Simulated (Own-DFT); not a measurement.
Si3Ge (diamond-structure random alloy, atoms displaced) (calculated)

Computed with Own-DFT development build. A calculation, not a measurement: plane-wave PBE density functional theory by an unreviewed code, no spin, of a simulated periodic cell, stress positive in tension, free energy of the whole cell less one offset for each atom, forces on such cells passed a denser k mesh, this cell's mesh not checked; offsets are fitted by least squares, one for each functional and potential file, so energies compare only between cells with the same atoms and settings and are not formation energies; the far tail of each file's local potential was reset to the Coulomb form; each entry is a single point on an unrelaxed cell, so the pressure reflects the starting lattice, mostly measured values, from which strain is counted, and rises with the displacements; printed positions are rounded, which can move forces by about a meV/angstrom; the program is a retired in-house code; no spin-orbit coupling.

Common to all runs: functional PBE; potential files PseudoDojo norm-conserving, scalar-relativistic, standard set; wave cutoff 42 hartree; occupations Fermi-Dirac; smearing width 0.1 eV; k mesh 5 x 5 x 5 centred on Gamma.

(1) Si3Ge (diamond-structure random alloy, atoms displaced)

```
cell vectors (Å)
   0.0000     5.4878     5.4878
   5.4878     0.0000     5.4878
   5.4878     5.4878     0.0000
atoms (fractions of the cell vectors)
Si  0.97885  0.98255  0.02191
Si  0.51727  0.99521  0.98400
Si  0.97982  0.51672  0.01067
Si  0.98811  0.00097  0.51138
Ge  0.12340  0.12160  0.13213
Ge  0.62139  0.10985  0.14440
Si  0.12617  0.62061  0.11864
Si  0.12387  0.13141  0.60714
Si  0.47987  0.49545  0.51958
Ge  0.01164  0.51379  0.49113
Ge  0.51040  0.98894  0.51044
Si  0.51778  0.47354  0.00539
Si  0.60040  0.63202  0.61715
Si  0.09836  0.63111  0.63709
Si  0.64630  0.12066  0.61304
Si  0.62183  0.60549  0.14450
```

* free energy of cell above offsets: 0.196 eV
* pressure: 3.28 GPa
* stress xx: -3.54 GPa
* stress yy: -3.11 GPa
* stress zz: -3.17 GPa
* stress yz: -1.27 GPa
* stress xz: -1.02 GPa
* stress xy: -0.37 GPa

Force:
```
element  x (eV/Å)  y (eV/Å)  z (eV/Å)
     Si    -1.109     0.174     2.735
     Si     0.345     0.306    -1.351
     Si    -1.401     0.537    -0.632
     Si    -1.615     0.993     1.547
     Ge    -0.605    -0.606     0.254
     Ge    -0.887    -1.178    -0.309
     Si    -0.157     0.975      0.92
     Si      1.44     1.485    -0.484
     Si    -0.653    -0.791    -0.375
     Ge    -0.886    -1.646    -2.366
     Ge     1.278    -0.754    -0.883
     Si     0.868    -1.737     0.689
     Si    -0.265     2.921     0.177
     Si     0.896     1.533      1.06
     Si     2.023     -1.01    -1.173
     Si     0.727    -1.202     0.191
```

(2) Si3Ge (diamond-structure random alloy, atoms displaced)

```
cell vectors (Å)
   0.0000     5.4878     5.4878
   5.4878     0.0000     5.4878
   5.4878     5.4878     0.0000
atoms (fractions of the cell vectors)
Ge  0.96602  0.00350  0.00935
Ge  0.49518  0.00591  0.98773
Ge  0.97966  0.51585  0.98378
Si  0.98501  0.00245  0.50987
Si  0.12007  0.11983  0.13628
Si  0.62372  0.11005  0.14058
Si  0.10244  0.63474  0.13755
Si  0.13865  0.12998  0.62360
Si  0.49375  0.50793  0.49787
Si  0.99401  0.51357  0.49432
Si  0.48471  0.99180  0.50067
Si  0.51215  0.50014  0.98576
Ge  0.63938  0.60352  0.63517
Si  0.12344  0.62582  0.61908
Si  0.62515  0.13572  0.62420
Si  0.63785  0.64119  0.11739
```

- free energy of cell above offsets: 0.592 eV
- pressure: 3.74 GPa
- stress xx: -4.33 GPa
- stress yy: -3.31 GPa
- stress zz: -3.57 GPa
- stress yz: -0.28 GPa
- stress xz: 5.08 GPa
- stress xy: 1.94 GPa

Force:
```
element  x (eV/Å)  y (eV/Å)  z (eV/Å)
     Ge    -1.207     1.982     2.712
     Ge     1.131     0.424     0.015
     Ge    -1.068     3.164     0.833
     Si    -0.333       0.9     1.277
     Si     0.289    -1.121    -0.387
     Si     1.632    -2.835    -0.615
     Si     -2.23     0.021      0.91
     Si     0.954    -1.854    -1.778
     Si    -0.589      0.05     0.319
     Si    -1.143     1.545     0.111
     Si    -0.045     2.288     1.325
     Si     2.498     1.561        -2
     Ge     0.212    -2.295     0.152
     Si     0.213     -0.56     0.775
     Si    -0.892    -1.673    -0.611
     Si     0.579    -1.597    -3.036
```

(3) Si3Ge (diamond-structure random alloy, atoms displaced)

```
cell vectors (Å)
   0.0000     5.4878     5.4878
   5.4878     0.0000     5.4878
   5.4878     5.4878     0.0000
atoms (fractions of the cell vectors)
Ge  0.00922  0.99379  0.99116
Ge  0.51625  0.01313  0.97209
Si  0.98786  0.49572  0.00175
Si  0.99694  0.00379  0.48001
Ge  0.12685  0.12326  0.11684
Si  0.62971  0.10913  0.12927
Si  0.11838  0.61772  0.11313
Si  0.13645  0.13124  0.62134
Si  0.51239  0.49388  0.50326
Si  0.00656  0.50086  0.51735
Si  0.49134  0.00464  0.50910
Si  0.49783  0.50660  0.99892
Si  0.62870  0.62096  0.63014
Si  0.12206  0.61111  0.61873
Ge  0.63108  0.09555  0.63048
Si  0.63125  0.60274  0.12994
```

* free energy of cell above offsets: 0.590 eV
* pressure: 4.02 GPa
* stress xx: -4.21 GPa
* stress yy: -4.01 GPa
* stress zz: -3.85 GPa
* stress yz: -2.37 GPa
* stress xz: 0.17 GPa
* stress xy: -3.36 GPa

Force:
```
element  x (eV/Å)  y (eV/Å)  z (eV/Å)
     Ge    -0.115    -0.342    -0.858
     Ge      1.56     2.528    -3.045
     Si    -0.882    -0.233     0.762
     Si      0.28     2.358     0.032
     Ge    -0.238     0.209     0.738
     Si     1.178    -0.265     1.032
     Si     0.815     1.549     0.202
     Si    -0.348    -1.647    -1.265
     Si     -0.25    -0.505     -0.93
     Si    -3.028    -3.419    -2.015
     Si    -2.389     -0.48    -0.549
     Si    -0.837     0.086    -1.456
     Si     0.235    -0.062     0.407
     Si     2.784      2.58     3.358
     Ge    -0.353    -1.649     3.161
     Si     1.587    -0.707     0.426
```

(4) Si3Ge (diamond-structure random alloy, atoms displaced)

```
cell vectors (Å)
   0.0000     5.4878     5.4878
   5.4878     0.0000     5.4878
   5.4878     5.4878     0.0000
atoms (fractions of the cell vectors)
Ge  0.00838  0.99415  0.99200
Si  0.50821  0.99884  0.00260
Si  0.00456  0.50405  0.98887
Si  0.00184  0.00348  0.48161
Si  0.13735  0.11479  0.11718
Si  0.62537  0.13995  0.13359
Si  0.11628  0.62710  0.13020
Ge  0.12647  0.08345  0.65109
Si  0.50491  0.48614  0.51151
Si  0.00846  0.50104  0.49732
Si  0.49045  0.00835  0.47465
Si  0.47564  0.47844  0.01254
Si  0.61999  0.61739  0.63412
Ge  0.15828  0.62630  0.62269
Ge  0.64123  0.11647  0.63044
Si  0.62327  0.62085  0.12278
```

* free energy of cell above offsets: 0.775 eV
* pressure: 3.63 GPa
* stress xx: -4.11 GPa
* stress yy: -3.62 GPa
* stress zz: -3.17 GPa
* stress yz: 1.86 GPa
* stress xz: 3.52 GPa
* stress xy: 0.32 GPa

Force:
```
element  x (eV/Å)  y (eV/Å)  z (eV/Å)
     Ge     2.624      1.66    -1.613
     Si     0.171     0.753    -0.311
     Si     0.485     0.599    -1.136
     Si    -0.332     1.097     0.244
     Si     0.579    -0.425     1.132
     Si    -2.883    -0.243    -0.628
     Si    -0.377     0.086    -1.266
     Ge    -1.393    -3.577     3.148
     Si    -1.548     0.495     2.223
     Si     0.431     0.728    -1.088
     Si      1.15     3.187     -1.18
     Si     1.404    -0.701     2.992
     Si    -0.156     0.068     1.021
     Ge     0.423    -2.408    -1.695
     Ge    -0.455    -1.411    -1.393
     Si    -0.122     0.092     -0.45
```
